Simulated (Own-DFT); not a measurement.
# What a defect does to the pressure of its cell: C40 NbSi2

Calculated, not measured: single-point runs of Own-DFT, a retired in-house plane-wave DFT program that no person has reviewed, on unrelaxed cells, without spin or spin-orbit coupling.

Settings: PBE; PseudoDojo norm-conserving scalar-relativistic files; cutoff 42 hartree; 4 x 4 x 5 k mesh centred on Gamma; cold (Marzari-Vanderbilt) smearing of 0.2 eV.

Keep in mind: forces on such cells failed a check on a denser k mesh; stress not checked against mesh or cutoff.

All runs share one cell, with vectors in Å (0.000, 8.324, 0.000); (-9.613, 0.000, 0.000); (0.000, 0.000, 6.586) and a volume of 527.0 Å³. Atoms were moved at random from their sites; u is the rms move along one axis. The defect's site can differ from row to row.

| cell | formula | u (Å) | P (GPa) |
|---|---|---|---|
| no defect | Nb12Si24 | 0.0176 | 1.45 |
| no defect | Nb12Si24 | 0.0209 | 1.52 |
| no defect | Nb12Si24 | 0.0518 | 2.60 |
| two Si on a Nb site each | Nb10Si26 | 0.0289 | ? |
| two Si on a Nb site each | Nb10Si26 | 0.0301 | 1.72 |
| two Si on a Nb site each | Nb10Si26 | 0.0494 | 2.82 |
| two Si on a Nb site each | Nb10Si26 | 0.0513 | 2.53 |
| two Nb on a Si site each | Nb14Si22 | 0.0269 | 7.54 |
| two Nb on a Si site each | Nb14Si22 | 0.0288 | 7.59 |
| two Nb on a Si site each | Nb14Si22 | 0.0521 | 8.63 |
| one Si vacancy | Nb12Si23 | 0.0283 | 0.84 |
| one Si vacancy | Nb12Si23 | 0.0523 | 2.05 |
| one Si vacancy | Nb12Si23 | 0.0544 | 2.06 |
| two Nb vacancies | Nb10Si24 | 0.0304 | 0.07 |
| two Nb vacancies | Nb10Si24 | 0.0434 | 0.43 |
| two Nb vacancies | Nb10Si24 | 0.0492 | 0.76 |

## Working it out

P = P0 + c u² + a shift for each defect gives P0 = 1.25 GPa, c = 532 ± 34 GPa/Å² and a scatter of 0.12 GPa. The shifts, and each times the cell's volume:

- two Nb on a Si site each: 5.92 ± 0.09 GPa, 19.5 eV (9.7 eV for each of its 2 sites)
- two Si on a Nb site each: 0.05 ± 0.10 GPa, 0.2 eV (0.1 eV for each of its 2 sites) (not resolved)
- one Si vacancy: -0.75 ± 0.10 GPa, -2.5 eV
- two Nb vacancies: -1.75 ± 0.10 GPa, -5.8 eV (-2.9 eV for each of its 2 sites)

Positive is outwards. The product with the volume (160.2 GPa Å³ to the eV) is nearly free of the cell's size; divided by the bulk modulus at the cell's pressure it gives the volume that the defect adds. The atoms around the defects weren't relaxed, which would change these numbers.

## The run left out

Asked: what pressure belongs in the blank (two Si on a Nb site each, u = 0.0289 Å)?

The fitted form gives 1.74 ± 0.14 GPa. The hidden result is 1.75 GPa.
